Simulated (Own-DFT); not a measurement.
# What random displacements cost in monoclinic HfO2, 96 atoms (Hf32O64)

All numbers below are calculated, not measured. The program, named Own-DFT, is a retired in-house plane-wave density functional code that no person has reviewed. Each row is one single-point run on a periodic cell that was not relaxed, without spin or spin-orbit coupling.

Settings of every run: PBE; PseudoDojo norm-conserving scalar-relativistic files; cutoff 72 hartree; 2 x 2 x 2 k mesh centred on Gamma; Fermi-Dirac smearing of 0.1 eV.

Known limits, some of them of some rows only: some atoms lie very close together; hafnium file: forces about 75 meV/angstrom off all-electron values; oxygen file: force components 24 meV/angstrom off all-electron in a glass; forces on such cells passed a denser k mesh, each cell not checked; stress not checked against mesh or cutoff.

Cell vectors in Å: (10.234, 0.000, 0.000); (0.000, 10.350, 0.000); (-1.696, 0.000, 10.445). In each run every atom was moved at random and independently from its ideal site; u is the rms move along one axis. E is the free energy for each atom above the fitted value at u = 0, and F the rms of the force components.

```
run,u (Å),E (meV/atom),F (eV/Å),largest force (eV/Å),P (GPa)
1,0.0195,9.9,0.451,1.93,4.06
2,0.0196,?,?,?,?
3,0.0208,12.7,0.532,2.39,4.18
4,0.0498,61.6,1.060,4.10,5.93
5,0.0502,65.6,1.147,6.37,5.36
6,0.0747,162.4,1.993,10.20,9.25
7,0.0831,190.0,2.070,12.44,9.71
8,0.1206,372.7,2.838,11.68,16.42
9,0.1391,480.1,3.531,18.36,19.66
```

## Worked fit

For small independent moves the energy grows as E = (3/2) K u², with K the mean stiffness felt by one atom. The runs with u up to 0.11 Å give K = 18.1 ± 0.7 eV/Å², with residuals divided by u² + 0.0006 Å², since the noise grows with the moves. The scatter is 4.5 meV/atom at u = 0.05 Å. The forces follow F = G u with G = 24.1 eV/Å²; no force at u = 0 is resolved. G exceeds K because the moves of its neighbours add to the force on an atom, and stiffness differs between atoms. The pressure follows P = 3.63 + 915 u² GPa: at fixed volume, shortened bonds push harder than stretched ones pull.

## Withheld run

Question: what energy and rms force should run 2 give?

The fit gives 10 ± 1 meV/atom and about 0.47 eV/Å. The calculation gave 10.1 meV/atom and 0.474 eV/Å.
